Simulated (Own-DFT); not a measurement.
# What a defect does to the pressure of its cell: C11b WSi2

Calculated, not measured: single-point runs of Own-DFT, a retired in-house plane-wave DFT program that no person has reviewed, on unrelaxed cells, without spin or spin-orbit coupling.

All runs used: PBE; PseudoDojo norm-conserving scalar-relativistic files; cutoff 50 hartree; 5 x 5 x 5 k mesh centred on Gamma; cold (Marzari-Vanderbilt) smearing of 0.2 eV.

Caveats: forces on such cells failed a check on a denser k mesh; stress not checked against mesh or cutoff.

All runs share one cell, with vectors in Å (-2.148, -5.953, 3.409); (-6.444, 2.976, 1.136); (-2.553, -2.948, -6.757) and a volume of 403.2 Å³. u is the rms random offset of the atoms per axis. The defect's site can differ from row to row.

| cell | formula | u (Å) | P (GPa) |
|---|---|---|---|
| no defect | Si20W10 | 0.0183 | 4.35 |
| no defect | Si20W10 | 0.0237 | 4.79 |
| no defect | Si20W10 | 0.0487 | 5.85 |
| one Si on a W site | Si21W9 | 0.0311 | 6.37 |
| one Si on a W site | Si21W9 | 0.0320 | 6.77 |
| one Si on a W site | Si21W9 | 0.0508 | 7.28 |
| one Si vacancy | Si19W10 | 0.0296 | 2.91 |
| one Si vacancy | Si19W10 | 0.0338 | 3.73 |
| one Si vacancy | Si19W10 | 0.0576 | 4.85 |
| one W vacancy | Si20W9 | 0.0298 | 3.47 |
| one W vacancy | Si20W9 | 0.0498 | 4.00 |
| one W vacancy | Si20W9 | 0.0517 | 5.04 |
| one W on a Si site | Si19W11 | 0.0304 | 10.02 |
| one W on a Si site | Si19W11 | 0.0343 | 10.32 |
| one W on a Si site | Si19W11 | 0.0469 | 10.26 |
| one W on a Si site | Si19W11 | 0.0531 | ? |

## What the rows give

P = P0 + c u² + a shift for each defect gives P0 = 4.35 GPa, c = 596 ± 106 GPa/Å² and a scatter of 0.35 GPa. The shifts, and each times the cell's volume:

- one W on a Si site: 4.99 ± 0.28 GPa, 12.6 eV
- one Si on a W site: 1.54 ± 0.29 GPa, 3.9 eV
- one W vacancy: -1.38 ± 0.30 GPa, -3.5 eV
- one Si vacancy: -1.58 ± 0.29 GPa, -4.0 eV

A positive shift means that the defect pushes the cell outwards. Shift times volume (160.2 GPa Å³ is 1 eV) depends little on the cell's size, so, taken for each site, it can be compared between cells at like pressure. The atoms around the defects weren't relaxed, which would change these numbers.

## Withheld run

The question: what pressure belongs in the blank (one W on a Si site, u = 0.0531 Å)?

From the fit: 11.03 ± 0.43 GPa. The run itself gave 11.29 GPa.
